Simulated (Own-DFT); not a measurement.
## Calculated data, Hf36O71 (tetragonal hafnia with one neutral oxygen vacancy, atoms displaced)

A calculation, not a measurement: plane-wave PBE and HSE06 DFT by an unreviewed code, no spin, of a simulated cell at Gamma alone, so results move with cell size and shape, stress positive in tension, energies less offsets, not probed for a lower state with spin; hafnium file: forces about 75 meV/angstrom off all-electron values; oxygen file: force components 24 meV/angstrom off all-electron in a glass; k mesh not checked against a denser one; forces and stress are PBE's, HSE06 gives the energy alone, and its difference from PBE has offsets of its own; offsets are fitted by least squares, one for each functional and potential file, so energies compare only between cells with the same atoms and settings and are not formation energies; the far tail of each file's local potential was reset to the Coulomb form; each entry is a single point on an unrelaxed cell, so the pressure reflects the starting lattice, taken from the Materials Project, from which strain is counted, and rises with the displacements; printed positions are rounded, which can move forces by about a meV/angstrom; the program is a retired in-house code; no spin-orbit coupling. Program: Own-DFT development build.

Settings shared by all entries: first functional PBE; second functional HSE06; exact exchange share 0.25; screening 0.11 1/bohr; exchange divergence Gygi-Baldereschi; potential files PseudoDojo norm-conserving, scalar-relativistic, made for PBE, standard set; wave cutoff 48 hartree; occupations fixed; k mesh 1 x 1 x 1 centred on Gamma.

(1) 
```cif
# cell vector a (Å): 10.7800 0.0000 0.0000
# cell vector b (Å): 0.0000 10.7800 0.0000
# cell vector c (Å): 0.0000 0.0000 10.4493
data_Hf36O71
_symmetry_space_group_name_H-M 'P 1'
_symmetry_Int_Tables_number 1
_cell_length_a 10.7800
_cell_length_b 10.7800
_cell_length_c 10.4493
_cell_angle_alpha 90.000
_cell_angle_beta 90.000
_cell_angle_gamma 90.000
_cell_volume 1214.30
loop_
_atom_site_label
_atom_site_type_symbol
_atom_site_fract_x
_atom_site_fract_y
_atom_site_fract_z
_atom_site_occupancy
Hf1 Hf 0.00237 0.00228 0.99581 1
Hf2 Hf 0.16868 0.16916 0.24414 1
O1 O 0.99651 0.16771 0.15589 1
O2 O 0.16462 0.00201 0.34710 1
O3 O 0.99965 0.16688 0.40986 1
O4 O 0.16501 0.99848 0.09490 1
Hf3 Hf 0.00667 0.00353 0.49713 1
Hf4 Hf 0.16911 0.16754 0.74950 1
O5 O 0.99835 0.16737 0.65300 1
O6 O 0.16545 0.00237 0.84848 1
O7 O 0.99998 0.16568 0.90296 1
O8 O 0.16673 0.99790 0.59491 1
Hf5 Hf 0.99645 0.32889 0.99889 1
Hf6 Hf 0.16728 0.50186 0.25169 1
O9 O 0.00002 0.50083 0.15429 1
O10 O 0.99970 0.50097 0.39901 1
O11 O 0.16680 0.33411 0.09808 1
Hf7 Hf 0.99442 0.33813 0.50399 1
Hf8 Hf 0.16147 0.50164 0.75008 1
O12 O 0.00219 0.49897 0.64988 1
O13 O 0.16302 0.33101 0.84632 1
O14 O 0.99619 0.49731 0.89870 1
O15 O 0.16878 0.33772 0.59483 1
Hf9 Hf 0.00070 0.66353 0.99473 1
Hf10 Hf 0.16980 0.83840 0.25080 1
O16 O 0.00140 0.83186 0.15524 1
O17 O 0.16864 0.66670 0.34758 1
O18 O 0.00199 0.83113 0.40642 1
O19 O 0.16784 0.66795 0.09559 1
Hf11 Hf 0.99688 0.66853 0.49588 1
Hf12 Hf 0.17159 0.83419 0.74767 1
O20 O 0.00259 0.83064 0.65138 1
O21 O 0.16426 0.66504 0.84471 1
O22 O 0.00204 0.82685 0.89884 1
O23 O 0.16500 0.66702 0.60204 1
Hf13 Hf 0.33191 0.99469 0.99985 1
Hf14 Hf 0.49969 0.16654 0.25282 1
O24 O 0.33221 0.16993 0.15235 1
O25 O 0.50009 0.00183 0.34409 1
O26 O 0.33304 0.17180 0.40065 1
O27 O 0.49647 0.00414 0.09552 1
Hf15 Hf 0.33237 0.99701 0.49957 1
Hf16 Hf 0.50014 0.16784 0.74657 1
O28 O 0.33141 0.16360 0.65260 1
O29 O 0.50046 0.99872 0.84988 1
O30 O 0.33426 0.17436 0.90247 1
O31 O 0.50536 0.99621 0.59848 1
Hf17 Hf 0.33616 0.33626 0.00100 1
Hf18 Hf 0.49532 0.50169 0.25244 1
O32 O 0.33067 0.49756 0.15478 1
O33 O 0.49649 0.32768 0.35108 1
O34 O 0.33650 0.50357 0.40317 1
O35 O 0.49650 0.33519 0.09738 1
Hf19 Hf 0.33412 0.32820 0.50099 1
Hf20 Hf 0.50012 0.50339 0.75321 1
O36 O 0.33709 0.49822 0.64850 1
O37 O 0.49930 0.33139 0.85008 1
O38 O 0.33260 0.50387 0.90502 1
O39 O 0.50076 0.34021 0.59162 1
Hf21 Hf 0.33503 0.66692 0.00173 1
Hf22 Hf 0.49922 0.83586 0.25154 1
O40 O 0.32994 0.83012 0.15435 1
O41 O 0.49840 0.66388 0.35015 1
O42 O 0.33089 0.83027 0.39697 1
O43 O 0.49827 0.66702 0.09354 1
Hf23 Hf 0.33450 0.66504 0.50375 1
Hf24 Hf 0.50352 0.83463 0.75109 1
O44 O 0.33305 0.83264 0.65390 1
O45 O 0.50270 0.66796 0.84055 1
O46 O 0.33434 0.83368 0.89977 1
O47 O 0.50311 0.66330 0.59714 1
Hf25 Hf 0.66776 0.00125 0.00403 1
Hf26 Hf 0.83231 0.16843 0.24583 1
O48 O 0.66588 0.16762 0.14878 1
O49 O 0.82965 0.99535 0.35475 1
O50 O 0.66931 0.16923 0.40057 1
O51 O 0.83534 0.00174 0.09742 1
Hf27 Hf 0.66924 0.99735 0.49805 1
Hf28 Hf 0.83297 0.16551 0.75169 1
O52 O 0.66782 0.16443 0.65339 1
O53 O 0.82966 0.99810 0.84363 1
O54 O 0.66840 0.17109 0.90536 1
O55 O 0.83922 0.99973 0.59951 1
Hf29 Hf 0.66667 0.33003 0.99917 1
Hf30 Hf 0.83476 0.50071 0.24579 1
O56 O 0.66906 0.49633 0.14844 1
O57 O 0.82909 0.33005 0.34903 1
O58 O 0.66577 0.49569 0.40079 1
O59 O 0.83528 0.33015 0.09776 1
Hf31 Hf 0.66290 0.33404 0.50181 1
Hf32 Hf 0.83224 0.50122 0.75043 1
O60 O 0.67172 0.49578 0.65112 1
O61 O 0.82941 0.33778 0.84496 1
O62 O 0.66951 0.49947 0.90331 1
O63 O 0.83194 0.33584 0.59856 1
Hf33 Hf 0.66679 0.67264 0.00067 1
Hf34 Hf 0.83364 0.83228 0.24599 1
O64 O 0.66364 0.83570 0.14986 1
O65 O 0.83970 0.66496 0.34439 1
O66 O 0.66791 0.83318 0.40565 1
O67 O 0.83154 0.66064 0.10009 1
Hf35 Hf 0.66597 0.66987 0.49804 1
Hf36 Hf 0.83248 0.83158 0.75083 1
O68 O 0.66351 0.83115 0.65147 1
O69 O 0.83066 0.67099 0.84892 1
O70 O 0.66368 0.83735 0.90117 1
O71 O 0.83171 0.66343 0.60123 1
_calc_PBE_energy_of_cell_above_offsets '-100.659'  # eV
_calc_HSE06_less_PBE_above_offsets '-0.136'  # eV
_calc_PBE_pressure 1.06  # GPa
_calc_PBE_stress_xx -0.71  # GPa
_calc_PBE_stress_yy -0.8  # GPa
_calc_PBE_stress_zz -1.68  # GPa
_calc_PBE_stress_yz -0.74  # GPa
_calc_PBE_stress_xz 0.32  # GPa
_calc_PBE_stress_xy -0.05  # GPa
```

Force:
| element | x (eV/Å) | y (eV/Å) | z (eV/Å) |
| --- | --- | --- | --- |
| Hf | -0.259 | -1.365 | 0.138 |
| Hf | -0.241 | 1.241 | 0.896 |
| O | 1.076 | -0.224 | -0.616 |
| O | 0.424 | 0.214 | -0.045 |
| O | 0.34 | 0.813 | -0.883 |
| O | 0.215 | 0.035 | 0.237 |
| Hf | -1.662 | -0.714 | 0.494 |
| Hf | -0.717 | 0.538 | 0.167 |
| O | 0.687 | 0.101 | 0.559 |
| O | 0.141 | -0.228 | -0.136 |
| O | -0.449 | -0.026 | -0.091 |
| O | 0.966 | 0.061 | 0.447 |
| Hf | 0.93 | 0.958 | 0.246 |
| Hf | -0.501 | -0.619 | 0.265 |
| O | 0.364 | -0.04 | -0.617 |
| O | 0.34 | -0.522 | 0.28 |
| O | -0.585 | -0.312 | -0.036 |
| Hf | 0.481 | -0.369 | -0.553 |
| Hf | 0.992 | -0.422 | -0.67 |
| O | -0.709 | -0.085 | 0.091 |
| O | -0.05 | 0.496 | -0.127 |
| O | 0.225 | 0.196 | 0.309 |
| O | -0.452 | -0.491 | -0.372 |
| Hf | 0.274 | 0.038 | 0.788 |
| Hf | -1.224 | -1.366 | 0.355 |
| O | -0.447 | 0.136 | -0.187 |
| O | -0.106 | 0.335 | -0.065 |
| O | 0 | 0.819 | -0.736 |
| O | -0.161 | -0.129 | -0.315 |
| Hf | 0.537 | -0.184 | 0.893 |
| Hf | -1.69 | -0.745 | 0.143 |
| O | -0.305 | 0.051 | 0.548 |
| O | 0.116 | 0.356 | 0.449 |
| O | -0.233 | 1.445 | 0.557 |
| O | 0.527 | -0.108 | -0.709 |
| Hf | 0.27 | 1.441 | -0.619 |
| Hf | 0.004 | 0.961 | -0.727 |
| O | 0.171 | -0.425 | 0.096 |
| O | -0.141 | -0.702 | 0.615 |
| O | -0.55 | -1.997 | 0.064 |
| O | 0.244 | -0.529 | 0.368 |
| Hf | 0.371 | 0.26 | -0.072 |
| Hf | 0.072 | -0.281 | 0.957 |
| O | 0.816 | -0.011 | -0.55 |
| O | -0.164 | 0.89 | -0.397 |
| O | -0.185 | -1.681 | -0.047 |
| O | -1.335 | 0.259 | -0.49 |
| Hf | -0.543 | -0.189 | -0.008 |
| Hf | 0.918 | -1.33 | -0.069 |
| O | 0.468 | 0.437 | -0.167 |
| O | 0.197 | 1.059 | -0.587 |
| O | -0.318 | -0.935 | -0.15 |
| O | 0.822 | -0.069 | 0.304 |
| Hf | -0.357 | 1.856 | -0.385 |
| Hf | 0.405 | -0.947 | -0.977 |
| O | -0.572 | 0.47 | 1.064 |
| O | 0.156 | 0.506 | -0.682 |
| O | 0.31 | -0.301 | -0.32 |
| O | -0.36 | -0.895 | 1.374 |
| Hf | -1.165 | -0.036 | -0.318 |
| Hf | -0.456 | -0.665 | -0.072 |
| O | 1.311 | 0.578 | -0.614 |
| O | 0.416 | 1.281 | -0.556 |
| O | 0.459 | 0.932 | 0.759 |
| O | 0.47 | 0.044 | 0.639 |
| Hf | -0.69 | -0.59 | 0.039 |
| Hf | -0.228 | 0.439 | -0.254 |
| O | 0.871 | 0.261 | -0.728 |
| O | -0.026 | 0.18 | 0.987 |
| O | -0.151 | -0.368 | 0.32 |
| O | -0.211 | 0.205 | -0.093 |
| Hf | -0.407 | 0.529 | -0.686 |
| Hf | -0.523 | -0.05 | 1.607 |
| O | -0.173 | -0.213 | 0.289 |
| O | 0.168 | 0.312 | -1.413 |
| O | -0.527 | -1.043 | 0.216 |
| O | -0.064 | -0.298 | -0.113 |
| Hf | 1.445 | 1.276 | 0.56 |
| Hf | 0.052 | 0.214 | -0.751 |
| O | -0.362 | 0.144 | 0.048 |
| O | 0.21 | 0.238 | 0.901 |
| O | 0.096 | -1.547 | -0.607 |
| O | -0.887 | -0.081 | -0.296 |
| Hf | -0.35 | 1.631 | 0.52 |
| Hf | -0.484 | -0.742 | 0.527 |
| O | -0.89 | 0.24 | 0.689 |
| O | 0.603 | 0.518 | -0.509 |
| O | -0.155 | 1.137 | 0.067 |
| O | -0.307 | -0.141 | -0.094 |
| Hf | 1.244 | 0.222 | -0.745 |
| Hf | -0.094 | 0.18 | -0.333 |
| O | -1.232 | 0.266 | 0.425 |
| O | 0.401 | -1.257 | 0.498 |
| O | -0.371 | 0.688 | -0.008 |
| O | -0.114 | -0.23 | 0.166 |
| Hf | 0.399 | -1.483 | -0.414 |
| Hf | 0.793 | 0.243 | 0.732 |
| O | 0.256 | -0.049 | 0.217 |
| O | -0.574 | 0.654 | 0.35 |
| O | -0.483 | -0.344 | -1.03 |
| O | 0.111 | 0.774 | -0.562 |
| Hf | 0.244 | -1.626 | 0.582 |
| Hf | 0.874 | 0.39 | -1.143 |
| O | 0.926 | -0.018 | -0.08 |
| O | -0.098 | -0.618 | 0.382 |
| O | 0.07 | -0.292 | 0.257 |
| O | 0.057 | 0.377 | -0.665 |

(2) 
```cif
# cell vector a (Å): 10.7800 0.0000 0.0000
# cell vector b (Å): 0.0000 10.7800 0.0000
# cell vector c (Å): 0.0000 0.0000 10.4493
data_Hf36O71
_symmetry_space_group_name_H-M 'P 1'
_symmetry_Int_Tables_number 1
_cell_length_a 10.7800
_cell_length_b 10.7800
_cell_length_c 10.4493
_cell_angle_alpha 90.000
_cell_angle_beta 90.000
_cell_angle_gamma 90.000
_cell_volume 1214.30
loop_
_atom_site_label
_atom_site_type_symbol
_atom_site_fract_x
_atom_site_fract_y
_atom_site_fract_z
_atom_site_occupancy
Hf1 Hf 0.00262 0.00364 0.99284 1
Hf2 Hf 0.15452 0.16722 0.25630 1
O1 O 0.01179 0.16601 0.15075 1
O2 O 0.16114 0.99158 0.35362 1
O3 O 0.99571 0.16668 0.38166 1
O4 O 0.17591 0.99520 0.09957 1
Hf3 Hf 0.00004 0.98556 0.50129 1
Hf4 Hf 0.15953 0.16250 0.74792 1
O5 O 0.98417 0.17251 0.66636 1
O6 O 0.17370 0.99222 0.84899 1
O7 O 0.00867 0.16346 0.90712 1
O8 O 0.16720 0.99848 0.60211 1
Hf5 Hf 0.01019 0.32948 0.99895 1
Hf6 Hf 0.16468 0.49939 0.24540 1
O9 O 0.00454 0.49226 0.15054 1
O10 O 0.16683 0.34247 0.33993 1
O11 O 0.00682 0.49332 0.41036 1
O12 O 0.17567 0.32867 0.09289 1
Hf7 Hf 0.01274 0.32897 0.49069 1
Hf8 Hf 0.17106 0.49753 0.74496 1
O13 O 0.99720 0.50777 0.65565 1
O14 O 0.16031 0.33065 0.84164 1
O15 O 0.99259 0.50163 0.89281 1
O16 O 0.16506 0.32340 0.60634 1
Hf9 Hf 0.99367 0.66898 0.00431 1
Hf10 Hf 0.17874 0.82817 0.23969 1
O17 O 0.00848 0.83496 0.14513 1
O18 O 0.15175 0.67583 0.35279 1
O19 O 0.98869 0.83889 0.40935 1
O20 O 0.17444 0.67546 0.08682 1
Hf11 Hf 0.00444 0.66881 0.50667 1
Hf12 Hf 0.17247 0.83113 0.73283 1
O21 O 0.00203 0.82347 0.65927 1
O22 O 0.16525 0.66032 0.86086 1
O23 O 0.99016 0.83017 0.90321 1
O24 O 0.16163 0.67527 0.59064 1
Hf13 Hf 0.32422 0.00809 0.00159 1
Hf14 Hf 0.49632 0.15794 0.24679 1
O25 O 0.34090 0.16292 0.14224 1
O26 O 0.49539 0.00228 0.34185 1
O27 O 0.32908 0.15525 0.39910 1
O28 O 0.50416 0.00080 0.10990 1
Hf15 Hf 0.32112 0.99774 0.49957 1
Hf16 Hf 0.48942 0.17693 0.75476 1
O29 O 0.32719 0.16703 0.65345 1
O30 O 0.49485 0.01373 0.85033 1
O31 O 0.33320 0.16844 0.91062 1
O32 O 0.48785 0.00823 0.60501 1
Hf17 Hf 0.33413 0.32574 0.99405 1
Hf18 Hf 0.49375 0.50542 0.25711 1
O33 O 0.33074 0.50096 0.15591 1
O34 O 0.49790 0.33591 0.34291 1
O35 O 0.34179 0.49874 0.41043 1
O36 O 0.49733 0.33912 0.09917 1
Hf19 Hf 0.33704 0.33889 0.48903 1
Hf20 Hf 0.50266 0.48632 0.74846 1
O37 O 0.32465 0.50179 0.64798 1
O38 O 0.49458 0.32762 0.86274 1
O39 O 0.51117 0.33465 0.60512 1
Hf21 Hf 0.33053 0.67394 0.00960 1
Hf22 Hf 0.50020 0.85150 0.24483 1
O40 O 0.35133 0.84445 0.14375 1
O41 O 0.50246 0.67262 0.34634 1
O42 O 0.33475 0.83880 0.41110 1
O43 O 0.49147 0.67113 0.10977 1
Hf23 Hf 0.33177 0.67414 0.50467 1
Hf24 Hf 0.49359 0.82520 0.75497 1
O44 O 0.33004 0.83619 0.65240 1
O45 O 0.50232 0.68096 0.84306 1
O46 O 0.31878 0.83036 0.90985 1
O47 O 0.50052 0.66782 0.60187 1
Hf25 Hf 0.66108 0.00876 0.99682 1
Hf26 Hf 0.84699 0.15761 0.24643 1
O48 O 0.66975 0.15154 0.15351 1
O49 O 0.83589 0.99472 0.35350 1
O50 O 0.66228 0.16614 0.40390 1
O51 O 0.82478 0.99250 0.10601 1
Hf27 Hf 0.67920 0.99689 0.49052 1
Hf28 Hf 0.82926 0.15759 0.75707 1
O52 O 0.66228 0.16162 0.64345 1
O53 O 0.83348 0.98588 0.84075 1
O54 O 0.66250 0.16296 0.89851 1
O55 O 0.84455 0.00868 0.60124 1
Hf29 Hf 0.66286 0.32041 0.00246 1
Hf30 Hf 0.83980 0.49914 0.25655 1
O56 O 0.66235 0.50132 0.15553 1
O57 O 0.84426 0.33240 0.35511 1
O58 O 0.65916 0.49823 0.40366 1
O59 O 0.84094 0.33957 0.08186 1
Hf31 Hf 0.65909 0.32667 0.51029 1
Hf32 Hf 0.82940 0.49968 0.74913 1
O60 O 0.65315 0.48746 0.64298 1
O61 O 0.83099 0.33892 0.85234 1
O62 O 0.67109 0.50821 0.90253 1
O63 O 0.84224 0.34645 0.59669 1
Hf33 Hf 0.67428 0.66780 0.98826 1
Hf34 Hf 0.83201 0.82465 0.24640 1
O64 O 0.64984 0.83807 0.14986 1
O65 O 0.82928 0.67280 0.36166 1
O66 O 0.66350 0.83139 0.41294 1
O67 O 0.83961 0.66936 0.10448 1
Hf35 Hf 0.66435 0.67262 0.49822 1
Hf36 Hf 0.83834 0.83520 0.73745 1
O68 O 0.66268 0.85085 0.65215 1
O69 O 0.83168 0.66948 0.84892 1
O70 O 0.66089 0.84464 0.91051 1
O71 O 0.83317 0.66580 0.59455 1
_calc_PBE_energy_of_cell_above_offsets '-87.923'  # eV
_calc_HSE06_less_PBE_above_offsets '0.473'  # eV
_calc_PBE_pressure 5.08  # GPa
_calc_PBE_stress_xx -4.93  # GPa
_calc_PBE_stress_yy -5.35  # GPa
_calc_PBE_stress_zz -4.97  # GPa
_calc_PBE_stress_yz 0.3  # GPa
_calc_PBE_stress_xz 1.58  # GPa
_calc_PBE_stress_xy -0.16  # GPa
```

Force:
| element | x (eV/Å) | y (eV/Å) | z (eV/Å) |
| --- | --- | --- | --- |
| Hf | -0.177 | -3.747 | 1.166 |
| Hf | 4.242 | -1.196 | 0.32 |
| O | -2.357 | -0.391 | -2.001 |
| O | -0.289 | 0.419 | -0.903 |
| O | 1.468 | -0.83 | 2.005 |
| O | -3.149 | 0.399 | 0.927 |
| Hf | 0.361 | 2.702 | -0.307 |
| Hf | 0.233 | 0.638 | -0.093 |
| O | 3.029 | -0.235 | -1.199 |
| O | -1.054 | 1.128 | -0.292 |
| O | -0.614 | 0.065 | -0.606 |
| O | -2.157 | -0.049 | 0.584 |
| Hf | -0.893 | 2.699 | -1.511 |
| Hf | 0.679 | 1.562 | -0.248 |
| O | 0.011 | 0.664 | 0.181 |
| O | 0.522 | -2.09 | 1.307 |
| O | -0.019 | 2.002 | -1.045 |
| O | -1.254 | 0.075 | 0.958 |
| Hf | -3.306 | 0.398 | 2.144 |
| Hf | -2.628 | 0.523 | 2.654 |
| O | 1.375 | 0.609 | -0.526 |
| O | 0.417 | 0.017 | 0.689 |
| O | 0.11 | -0.429 | 1.919 |
| O | 0.468 | 0.343 | -2.074 |
| Hf | 2.136 | -0.265 | -2.967 |
| Hf | -0.23 | 1.203 | -0.19 |
| O | -0.612 | -0.167 | 1.575 |
| O | 0.941 | -1.011 | -1.29 |
| O | -0.107 | -2.49 | -0.864 |
| O | -3.127 | 0.055 | 3.75 |
| Hf | -2.772 | -1.688 | -1.192 |
| Hf | -0.65 | -0.856 | 5.26 |
| O | 0.291 | 0.78 | -2.16 |
| O | 0.459 | -0.016 | -2.905 |
| O | 0.37 | 0.912 | 0.205 |
| O | 2.558 | 0.001 | 1.626 |
| Hf | 3.295 | -1.918 | -0.738 |
| Hf | 0.731 | 1.574 | -0.019 |
| O | -1.702 | 0.121 | 1.11 |
| O | 0.475 | 0.596 | 2.45 |
| O | -0.507 | 2.576 | -0.304 |
| O | -0.652 | 1.188 | -2.009 |
| Hf | 3.746 | 1.581 | 1.179 |
| Hf | 0.556 | -4.418 | -2.412 |
| O | -0.119 | 0.82 | 0.556 |
| O | -0.182 | -1.378 | 0.489 |
| O | -0.809 | -0.324 | -2.562 |
| O | 0.075 | -0.39 | -1.886 |
| Hf | 0.973 | 2.839 | 1.677 |
| Hf | 2.171 | 0.959 | -1.444 |
| O | -1.109 | 0.088 | 0.181 |
| O | -1.007 | -1.532 | 1.45 |
| O | -0.868 | 2.103 | -0.806 |
| O | 0.521 | -0.72 | -0.481 |
| Hf | 0.39 | -2.628 | 1.421 |
| Hf | -0.921 | 2.104 | 0.707 |
| O | 2.296 | -0.28 | -0.177 |
| O | 0.706 | 1.822 | -0.965 |
| O | -5.461 | -0.355 | 1.269 |
| Hf | 3.306 | -1.43 | -2.521 |
| Hf | 0.628 | -3.596 | 0.948 |
| O | -4.221 | -0.479 | 0.533 |
| O | -0.698 | 0.317 | 1.178 |
| O | -0.538 | -1.819 | -1.535 |
| O | 1.018 | -1.022 | -1.666 |
| Hf | 2.079 | -0.495 | -0.701 |
| Hf | 1.326 | 5.62 | -1.707 |
| O | 1.145 | -1.084 | -1.003 |
| O | 0.312 | -5.099 | 2.145 |
| O | 0.991 | 1.017 | -1.323 |
| O | -0.954 | 0.305 | -0.033 |
| Hf | -0.922 | -2.402 | 1.662 |
| Hf | -2.56 | 0.752 | 0.606 |
| O | 0.399 | 2.055 | -0.362 |
| O | -0.4 | 0.397 | -0.492 |
| O | 0.409 | -0.294 | -0.749 |
| O | 2.391 | 0.686 | -1.009 |
| Hf | -2.222 | 1.772 | 2.668 |
| Hf | -1.883 | 1.779 | -1.074 |
| O | 1.072 | 0.507 | 1.675 |
| O | 0.392 | 2.992 | 1.55 |
| O | 0.921 | 1.404 | -0.602 |
| O | -1.036 | -1.091 | -0.396 |
| Hf | 0.847 | 2.687 | 1.178 |
| Hf | -2.64 | -0.865 | 0.282 |
| O | 1.701 | 0.038 | 0.22 |
| O | -0.333 | -0.102 | -2.234 |
| O | 0.616 | 0.271 | 0.238 |
| O | -0.925 | -1.02 | 1.913 |
| Hf | 4.499 | 0.624 | -2.46 |
| Hf | 1.005 | -1.013 | -0.334 |
| O | 2.101 | 1.312 | 1.648 |
| O | -0.616 | -2.111 | -1.065 |
| O | -1.15 | -2.146 | -1.125 |
| O | -0.93 | -0.383 | -0.381 |
| Hf | -1.791 | 1.249 | 2.175 |
| Hf | -0.495 | 0.962 | -0.622 |
| O | 4.538 | -0.935 | 0.404 |
| O | 0.585 | -1.31 | -1.912 |
| O | 0.35 | 1.203 | -2.112 |
| O | -1.585 | 0.151 | 0.786 |
| Hf | -0.414 | -2.514 | 0.048 |
| Hf | -2.25 | -1.776 | 1.604 |
| O | 0.731 | -0.796 | 0.346 |
| O | -0.697 | 0.631 | -0.016 |
| O | -0.071 | -1.577 | -0.892 |
| O | -0.902 | 0.451 | 0.943 |
